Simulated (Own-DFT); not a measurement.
# What random displacements cost in 4H SiC, 32 atoms (C16Si16)

These are calculations, not measurements. They come from Own-DFT, an in-house plane-wave density functional program, since retired, whose code no person has reviewed. Each row is one single-point run on a periodic cell that was not relaxed, without spin or spin-orbit coupling.

Settings of every run: PBE; PseudoDojo norm-conserving scalar-relativistic files; cutoff 42 hartree; 5 x 5 x 3 k mesh centred on Gamma; Fermi-Dirac smearing of 0.1 eV.

Known limits: forces on such cells passed a denser k mesh, each cell not checked; stress not checked against mesh or cutoff.

Cell vectors in Å: (6.165, 0.000, 0.000); (-3.083, 5.339, 0.000); (0.000, 0.000, 10.068). In each run every atom was moved at random and independently from its ideal site; u is the rms move along one axis. E is the free energy for each atom above the fitted value at u = 0, and F the rms of the force components.

```
run,u (Å),E (meV/atom),F (eV/Å),largest force (eV/Å),P (GPa)
1,0.0273,24.4,0.684,2.27,3.41
2,0.0328,43.6,0.978,2.89,3.83
3,0.0561,123.2,1.773,5.33,6.28
4,0.0590,?,?,?,?
5,0.0601,154.4,2.057,8.34,6.21
6,0.0828,258.1,2.516,7.93,9.58
7,0.1051,363.9,2.780,10.80,11.38
```

## Worked fit

For small independent moves the energy grows as E = (3/2) K u², with K the mean stiffness felt by one atom. The runs with u up to 0.11 Å give K = 25.2 ± 1.7 eV/Å², with residuals divided by u² + 0.0006 Å², since the noise grows with the moves. The scatter is 11.2 meV/atom at u = 0.05 Å. The forces follow F = G u with G = 29.8 eV/Å²; no force at u = 0 is resolved. G exceeds K because the moves of its neighbours add to the force on an atom, and stiffness differs between atoms. The pressure follows P = 3.30 + 789 u² GPa: at fixed volume, shortened bonds push harder than stretched ones pull.

## Withheld run

Question: what energy and rms force should run 4 give?

The fit gives 131 ± 17 meV/atom and about 1.76 eV/Å. The calculation gave 129.5 meV/atom and 1.650 eV/Å.
